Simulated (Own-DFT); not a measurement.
# What a defect does to the pressure of its cell: C11b WSi2

Calculated, not measured: single-point runs of Own-DFT, a retired in-house plane-wave DFT program that no person has reviewed, on unrelaxed cells, without spin or spin-orbit coupling.

Settings: PBEsol; PseudoDojo norm-conserving scalar-relativistic files, made for PBE; cutoff 50 hartree; 5 x 5 x 5 k mesh centred on Gamma; cold (Marzari-Vanderbilt) smearing of 0.2 eV.

Limits: forces on such cells failed a check on a denser k mesh; stress not checked against mesh or cutoff.

All runs share one cell, with vectors in Å (-2.148, -5.953, 3.409); (-6.444, 2.976, 1.136); (-2.553, -2.948, -6.757) and a volume of 403.2 Å³. u is the rms random offset of the atoms per axis. The defect's site can differ from row to row.

```
              cell  formula   u (Å)  P (GPa)
         no defect  Si20W10  0.0214     0.49
         no defect  Si20W10  0.0432     1.37
         no defect  Si20W10  0.0491     1.82
one Si on a W site   Si21W9  0.0259     2.37
one Si on a W site   Si21W9  0.0455     3.33
one Si on a W site   Si21W9  0.0481     3.33
one W on a Si site  Si19W11  0.0319     5.56
one W on a Si site  Si19W11  0.0526     6.35
one W on a Si site  Si19W11  0.0550     6.98
    one Si vacancy  Si19W10  0.0303    -0.68
    one Si vacancy  Si19W10  0.0471     0.06
    one Si vacancy  Si19W10  0.0521     0.83
     one W vacancy   Si20W9  0.0311        ?
     one W vacancy   Si20W9  0.0329     0.18
     one W vacancy   Si20W9  0.0468     0.49
     one W vacancy   Si20W9  0.0548     1.34
```

## Worked fit

P = P0 + c u² + a shift for each defect gives P0 = 0.19 GPa, c = 652 ± 63 GPa/Å² and a scatter of 0.19 GPa. The shifts, and each times the cell's volume:

- one W on a Si site: 4.62 ± 0.16 GPa, 11.6 eV
- one Si on a W site: 1.72 ± 0.16 GPa, 4.3 eV
- one W vacancy: -0.89 ± 0.16 GPa, -2.2 eV
- one Si vacancy: -1.40 ± 0.16 GPa, -3.5 eV

Against the defect-free cell, a freed cell would be larger where the shift is positive and smaller where it is negative (160.2 GPa Å³ is 1 eV). The atoms around the defects weren't relaxed, which would change these numbers.

## Check

Question: what pressure belongs in the blank (one W vacancy, u = 0.0311 Å)?

Estimate: -0.07 ± 0.23 GPa. DFT gave 0.35 GPa.
